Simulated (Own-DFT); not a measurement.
# How strain changes the stress of 4H SiC, 72 atoms (C36Si36)

All numbers below are calculated, not measured. The program, named Own-DFT, is a retired in-house plane-wave density functional code that no person has reviewed. Each row is one single-point run on a periodic cell that was not relaxed, without spin or spin-orbit coupling.

Settings of every run: PBE; PseudoDojo norm-conserving scalar-relativistic files; cutoff 42 hartree; 4 x 4 x 3 k mesh centred on Gamma; Fermi-Dirac smearing of 0.1 eV.

Known limits: forces on such cells passed a denser k mesh, each cell not checked; stress not checked against mesh or cutoff.

Unstrained cell vectors in Å: (9.248, 0.000, 0.000); (-4.624, 8.009, 0.000); (0.000, 0.000, 10.068). The unstrained cell has measured lattice constants (interpolated for alloys), not those of this functional. That, the random moves and any unrelaxed bonds set the pressure at no strain. Each run strains this cell uniformly, with the atoms carried along. Every atom was also moved at random, by a Gaussian of width 0.05 Å on each axis. Strain is the symmetric tensor, in per cent. Stress is positive in tension, and the pressure is minus a third of its trace.

| run | e_xx (%) | e_yy (%) | e_zz (%) | e_yz (%) | e_xz (%) | e_xy (%) | s_xx (GPa) | s_yy (GPa) | s_zz (GPa) | s_yz (GPa) | s_xz (GPa) | s_xy (GPa) | P (GPa) | E (meV/atom) |
|---|---|---|---|---|---|---|---|---|---|---|---|---|---|---|
| 1 | -0.18 | -1.34 | 0.49 | -0.26 | 1.52 | -0.06 | -5.00 | -12.02 | -4.25 | -1.48 | 5.15 | 0.36 | 7.09 | 6.8 |
| 2 | -0.30 | 1.06 | -0.50 | 0.32 | 0.76 | 0.09 | -6.24 | 1.12 | -8.42 | 1.01 | 2.55 | 0.25 | 4.52 | 6.7 |
| 3 | -1.53 | 1.83 | 1.47 | 1.56 | 1.79 | 0.72 | -11.14 | 3.52 | 3.24 | 4.44 | 6.29 | 4.32 | 1.46 | 19.9 |
| 4 | 1.78 | -1.71 | -0.61 | 1.62 | -1.88 | -1.70 | 4.18 | -12.71 | -12.39 | 5.98 | -6.26 | -8.19 | 6.98 | 33.5 |
| 5 | 1.09 | -0.58 | 0.35 | -0.03 | -0.75 | -1.94 | 0.78 | -6.74 | -4.57 | 0.59 | -1.95 | -8.52 | 3.51 | 19.5 |
| 6 | -1.11 | -0.94 | -0.43 | 1.37 | 1.79 | -1.03 | -12.38 | -12.87 | -10.40 | 4.96 | 6.17 | -5.17 | 11.89 | 48.9 |
| 7 | -0.58 | 0.43 | 0.50 | 1.43 | 0.71 | 1.51 | -6.22 | -2.14 | -5.46 | 4.56 | 2.47 | 6.54 | 4.61 | 23.6 |
| 8 | 0.16 | 1.17 | 2.00 | 0.69 | -0.76 | 1.02 | -1.86 | 2.50 | 5.19 | 2.27 | -2.00 | 4.53 | -1.94 | 5.8 |
| 9 | -1.25 | 1.98 | -1.66 | -0.81 | 1.33 | 0.22 | -11.94 | 4.76 | -18.50 | -2.61 | 4.64 | -0.04 | 8.56 | 53.9 |
| 10 | -0.81 | 0.67 | -0.84 | -1.07 | -1.46 | 0.15 | -7.07 | -2.15 | -10.94 | -4.01 | -4.57 | 0.29 | 6.72 | 2.6 |
| 11 | 0.22 | 0.34 | -1.27 | -0.43 | -0.78 | 1.81 | -4.48 | -3.79 | -13.73 | -1.75 | -2.49 | 9.74 | 7.33 | 35.2 |
| 12 | 0.97 | 0.01 | -1.31 | 0.29 | 0.36 | -0.19 | 0.75 | -4.69 | -14.31 | 1.97 | 1.86 | -0.30 | 6.08 | 24.6 |
| 13 | 0.88 | -0.54 | 0.72 | 0.21 | 1.41 | -0.64 | 0.75 | -5.28 | -3.10 | 0.37 | 4.09 | -3.72 | 2.54 | 0.0 |
| 14 | 1.36 | 0.06 | -0.96 | -0.63 | 1.18 | 1.34 | 3.09 | -3.33 | -12.03 | -3.15 | 3.63 | 6.27 | 4.09 | 11.2 |
| 15 | 0.73 | 0.38 | -1.02 | 0.55 | -0.45 | -1.79 | -2.29 | -1.02 | -11.93 | 2.16 | -1.65 | -8.09 | 5.08 | 13.8 |
| 16 | 0.84 | -0.47 | -0.68 | -0.43 | 1.37 | 0.19 | -0.65 | -8.90 | -9.37 | -2.78 | 3.87 | 0.11 | 6.31 | 31.2 |
| 17 | -1.27 | -1.26 | 1.21 | 1.68 | 0.63 | -1.27 | ? | ? | ? | ? | ? | ? | ? | ? |

E is the free energy for each atom above the lowest run shown.

## Worked fit

Each stress component was fitted by least squares to a constant and the strains of the runs shown, as fractions, with shears doubled. Shear strains stay in the fit of a normal stress only where such slopes are resolved. The slopes, in GPa:

| stress | at no strain | per e_xx | per e_yy | per e_zz | scatter |
|---|---|---|---|---|---|
| s_xx | -4.4 | 543 ± 31 | 42 ± 29 | 68 ± 24 | 0.95 |
| s_yy | -4.9 | 133 ± 31 | 584 ± 29 | 45 ± 24 | 0.97 |
| s_zz | -6.9 | 36 ± 38 | 50 ± 35 | 600 ± 29 | 1.18 |

Each shear stress against twice its own strain: yz 181 ± 10, xz 159 ± 5, xy 239 ± 11 GPa. These are stiffnesses along x, y and z of the frame in which the cell vectors are given, which need not be the crystal's axes. The atoms are held to the strained lattice; where symmetry lets them move under strain, relaxing them would lower some slopes. The table should be nearly symmetric about its diagonal, and what it lacks of that shows the noise. A ninth of its sum, 234 ± 10 GPa, estimates the bulk modulus near the mean pressure of these runs, 5.3 GPa, so it lies above the value at zero pressure.

## Withheld run

Question: what normal stresses and pressure should run 17 give?

The fit gives s_xx = -11.0, s_yy = -13.5, s_zz = -0.7 and P = 8.4 GPa. The calculation gave -11.72, -13.07, -0.63 and P = 8.47 GPa.
